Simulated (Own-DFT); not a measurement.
# What a defect does to the pressure of its cell: D0_22 TiAl3

Calculated, not measured: single-point runs of Own-DFT, a retired in-house plane-wave DFT program that no person has reviewed, on unrelaxed cells, without spin or spin-orbit coupling.

Settings: PBE; PseudoDojo norm-conserving scalar-relativistic files; cutoff 42 hartree; 4 x 4 x 4 k mesh centred on Gamma; cold (Marzari-Vanderbilt) smearing of 0.2 eV.

Known weak points: forces on such cells failed a check on a denser k mesh; stress not checked against mesh or cutoff.

All runs share one cell, with vectors in Å (-2.365, -6.981, 4.326); (-7.667, 3.491, 1.442); (-2.950, -3.488, -7.241) and a volume of 625.4 Å³. The atoms are randomly displaced, by u rms on each axis. The defect's site can differ from row to row.

```
cell,formula,u (Å),P (GPa)
no defect,Al30Ti10,0.0184,1.96
no defect,Al30Ti10,0.0194,1.96
no defect,Al30Ti10,0.0512,2.80
two Al on a Ti site each,Al32Ti8,0.0312,2.97
two Al on a Ti site each,Al32Ti8,0.0319,2.92
two Al on a Ti site each,Al32Ti8,0.0492,3.39
two Ti on an Al site each,Al28Ti12,0.0331,3.39
two Ti on an Al site each,Al28Ti12,0.0509,3.76
two Ti on an Al site each,Al28Ti12,0.0513,3.96
two Al vacancies,Al28Ti10,0.0293,1.11
two Al vacancies,Al28Ti10,0.0320,1.09
two Al vacancies,Al28Ti10,0.0454,?
two Al vacancies,Al28Ti10,0.0532,1.85
one Ti vacancy,Al30Ti9,0.0275,1.79
one Ti vacancy,Al30Ti9,0.0285,1.88
one Ti vacancy,Al30Ti9,0.0512,2.51
```

## Fit

P = P0 + c u² + a shift for each defect gives P0 = 1.84 GPa, c = 361 ± 19 GPa/Å² and a scatter of 0.06 GPa. The shifts, and each times the cell's volume:

- two Ti on an Al site each: 1.11 ± 0.06 GPa, 4.3 eV (2.2 eV for each of its 2 sites)
- two Al on a Ti site each: 0.72 ± 0.05 GPa, 2.8 eV (1.4 eV for each of its 2 sites)
- one Ti vacancy: -0.28 ± 0.05 GPa, -1.1 eV
- two Al vacancies: -1.06 ± 0.05 GPa, -4.1 eV (-2.1 eV for each of its 2 sites)

A positive shift means that the defect pushes the cell outwards. Shift times volume (160.2 GPa Å³ is 1 eV) depends little on the cell's size, so, taken for each site, it can be compared between cells at like pressure. The atoms around the defects weren't relaxed, which would change these numbers.

## Test on the hidden row

Asked: what pressure belongs in the blank (two Al vacancies, u = 0.0454 Å)?

Estimate: 1.53 ± 0.07 GPa. Computed: 1.52 GPa.
